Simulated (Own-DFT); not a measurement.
# A pressure from energies alone: monoclinic HfO2, 94 atoms (Hf32O62), with two O vacancies

All values are computed. Each geometry was run twice at fixed positions with Own-DFT, a retired in-house plane-wave program that no person has reviewed: with PBE, and with HSE06 (exact exchange share 0.25 at short range, screening 0.11 per bohr, Gygi-Baldereschi treatment of its divergence). Both used PseudoDojo norm-conserving files made for PBE, a cutoff of 48 hartree, the Gamma point alone, fixed occupations, a neutral cell and no spin. With Gamma alone and a thickness of 10.1 Å, finite-size errors remain in every number. The hafnium file keeps the 4f electrons in the core, and its forces lie about 75 meV/Å off all-electron values. The oxygen file's force components were 24 meV/Å off all-electron values in a glass.

Unstrained cell vectors in Å: (10.234, 0.000, 0.000); (0.000, 10.350, 0.000); (-1.695, 0.000, 10.445), volume V0 = 1106.4 Å³, from measured lattice constants. Each geometry has its own random strain of a few per cent, its own defect sites and random moves of rms u per axis. HSE06 gave the energy alone. D is its energy less that of PBE, over the lowest D shown. The PBE stress wasn't checked against mesh or cutoff.

| run | V - V0 (Å³) | u (Å) | P with PBE (GPa) | D (eV) |
|---|---|---|---|---|
| 1 | 17.6 | 0.0517 | 1.24 | 1.932 |
| 2 | -48.5 | 0.0329 | 16.65 | 0.000 |
| 3 | -14.0 | 0.0466 | 7.99 | 1.095 |
| 4 | -10.5 | 0.0278 | 6.19 | 0.964 |
| 5 | 23.0 | 0.0476 | -0.01 | 1.888 |
| 6 | 4.6 | 0.0511 | 4.68 | 1.537 |
| 7 | -4.8 | 0.0505 | 6.24 | 1.336 |
| 8 | -31.4 | 0.0502 | 13.12 | 0.580 |
| 9 | 11.4 | 0.0446 | 1.60 | 1.671 |
| 10 | 4.0 | 0.0288 | 2.37 | 1.430 |
| 11 | -21.7 | 0.0508 | 12.33 | 0.967 |
| 12 | -19.8 | 0.0298 | 8.40 | 0.789 |
| 13 | -39.8 | 0.0514 | 14.58 | 0.458 |
| 14 | 2.7 | 0.0300 | 3.25 | ? |

## Analysis

D = 1.18 + 0.0253 (V - V0) + 103 u² eV, with an error of 0.0008 on the volume slope, 22 on the last term and a scatter of 0.06 eV. Pressure is -dE/dV, and 1 eV/Å³ is 160.2 GPa, so HSE06 changes the pressure by -4.1 ± 0.1 GPa. With the ions held to the strained lattice, the PBE pressure falls by 276 ± 10 GPa per unit of volume strain; the shape of the strain isn't fitted, so the true error is larger, and a relaxed crystal would be softer. On that slope HSE06's volume at a given pressure is about 1.5 % smaller, or 0.5 % in lengths. At u = 0 and V0 the PBE pressure is 2.7 GPa, which puts the zero-pressure volume, against the measured cell and with the defects in, at +1.0 % for PBE and -0.5 % for HSE06, each good to a few tenths of a per cent.

## The run left out

Asked: what D should run 14 give?

Estimate: 1.34 eV, with rows scattering by 0.06. Computed: 1.306 eV.
